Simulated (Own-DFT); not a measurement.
# Point defects and the pressure they add: C11b WSi2

No measurement is shown. These are fixed-geometry runs of a retired plane-wave code named Own-DFT, which no person has reviewed; spin and spin-orbit coupling are neglected.

All runs used: PBE; PseudoDojo norm-conserving scalar-relativistic files; cutoff 50 hartree; 5 x 5 x 5 k mesh centred on Gamma; cold (Marzari-Vanderbilt) smearing of 0.2 eV.

Keep in mind: forces on such cells failed a check on a denser k mesh; stress not checked against mesh or cutoff.

All runs share one cell, with vectors in Å (-2.148, -5.953, 3.409); (-6.444, 2.976, 1.136); (-2.553, -2.948, -6.757) and a volume of 403.2 Å³. The atoms are randomly displaced, by u rms on each axis. The defect's site can differ from row to row.

| cell | formula | u (Å) | P (GPa) |
|---|---|---|---|
| no defect | Si20W10 | 0.0193 | 4.30 |
| no defect | Si20W10 | 0.0227 | 4.28 |
| no defect | Si20W10 | 0.0471 | 5.64 |
| one Si vacancy | Si19W10 | 0.0304 | 3.10 |
| one Si vacancy | Si19W10 | 0.0313 | 3.05 |
| one Si vacancy | Si19W10 | 0.0540 | 5.11 |
| one Si vacancy | Si19W10 | 0.0553 | ? |
| one W on a Si site | Si19W11 | 0.0316 | 9.75 |
| one W on a Si site | Si19W11 | 0.0323 | 10.19 |
| one W on a Si site | Si19W11 | 0.0487 | 11.63 |
| one W vacancy | Si20W9 | 0.0286 | 3.20 |
| one W vacancy | Si20W9 | 0.0330 | 3.91 |
| one W vacancy | Si20W9 | 0.0501 | 4.05 |
| one Si on a W site | Si21W9 | 0.0283 | 6.46 |
| one Si on a W site | Si21W9 | 0.0456 | 7.00 |
| one Si on a W site | Si21W9 | 0.0540 | 8.02 |

## Working it out

P = P0 + c u² + a shift for each defect gives P0 = 3.90 GPa, c = 813 ± 111 GPa/Å² and a scatter of 0.35 GPa. The shifts, and each times the cell's volume:

- one W on a Si site: 5.43 ± 0.29 GPa, 13.7 eV
- one Si on a W site: 1.69 ± 0.30 GPa, 4.3 eV
- one W vacancy: -1.38 ± 0.29 GPa, -3.5 eV
- one Si vacancy: -1.45 ± 0.29 GPa, -3.7 eV

Against the defect-free cell, a freed cell would be larger where the shift is positive and smaller where it is negative (160.2 GPa Å³ is 1 eV). The atoms around the defects weren't relaxed, which would change these numbers.

## Test on the hidden row

Q: what pressure belongs in the blank (one Si vacancy, u = 0.0553 Å)?

The fit gives 4.94 ± 0.43 GPa. The hidden result is 5.20 GPa.
